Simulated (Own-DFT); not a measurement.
# Point defects and the pressure they add: wurtzite GaN

Calculated, not measured: single-point runs of Own-DFT, a retired in-house plane-wave DFT program that no person has reviewed, on unrelaxed cells, without spin or spin-orbit coupling.

Method: PBE; PseudoDojo norm-conserving scalar-relativistic files; cutoff 42 hartree; 4 x 4 x 3 k mesh centred on Gamma; Fermi-Dirac smearing of 0.1 eV.

Caveats (not all hold for every row): not probed for a lower state with spin; forces not confirmed at this smearing and k mesh; stress not checked against mesh or cutoff.

All runs share one cell, with vectors in Å (9.567, 0.000, 0.000); (-4.784, 8.285, 0.000); (0.000, 0.000, 10.370) and a volume of 822.0 Å³. The atoms are randomly displaced, by u rms on each axis. The defect's site can differ from row to row.

```
               cell  formula   u (Å)  P (GPa)
          no defect  Ga36N36  0.0198     5.90
          no defect  Ga36N36  0.0202     5.94
          no defect  Ga36N36  0.0545     7.74
 one N on a Ga site  Ga35N37  0.0301     5.43
 one N on a Ga site  Ga35N37  0.0305     5.32
 one N on a Ga site  Ga35N37  0.0495        ?
 one N on a Ga site  Ga35N37  0.0521     6.68
one Ga on an N site  Ga37N35  0.0285    11.83
one Ga on an N site  Ga37N35  0.0482    13.34
one Ga on an N site  Ga37N35  0.0504    13.19
```

## What the rows give

P = P0 + c u² + a shift for each defect gives P0 = 5.59 GPa, c = 744 ± 49 GPa/Å² and a scatter of 0.14 GPa. The shifts, and each times the cell's volume:

- one Ga on an N site: 5.79 ± 0.12 GPa, 29.7 eV
- one N on a Ga site: -0.91 ± 0.12 GPa, -4.6 eV

Positive is outwards. The product with the volume (160.2 GPa Å³ to the eV) is nearly free of the cell's size; divided by the bulk modulus at the cell's pressure it gives the volume that the defect adds. The atoms around the defects weren't relaxed, which would change these numbers.

## Test on the hidden row

Question: what pressure belongs in the blank (one N on a Ga site, u = 0.0495 Å)?

The fitted form gives 6.51 ± 0.17 GPa. The calculation gave 7.01 GPa.
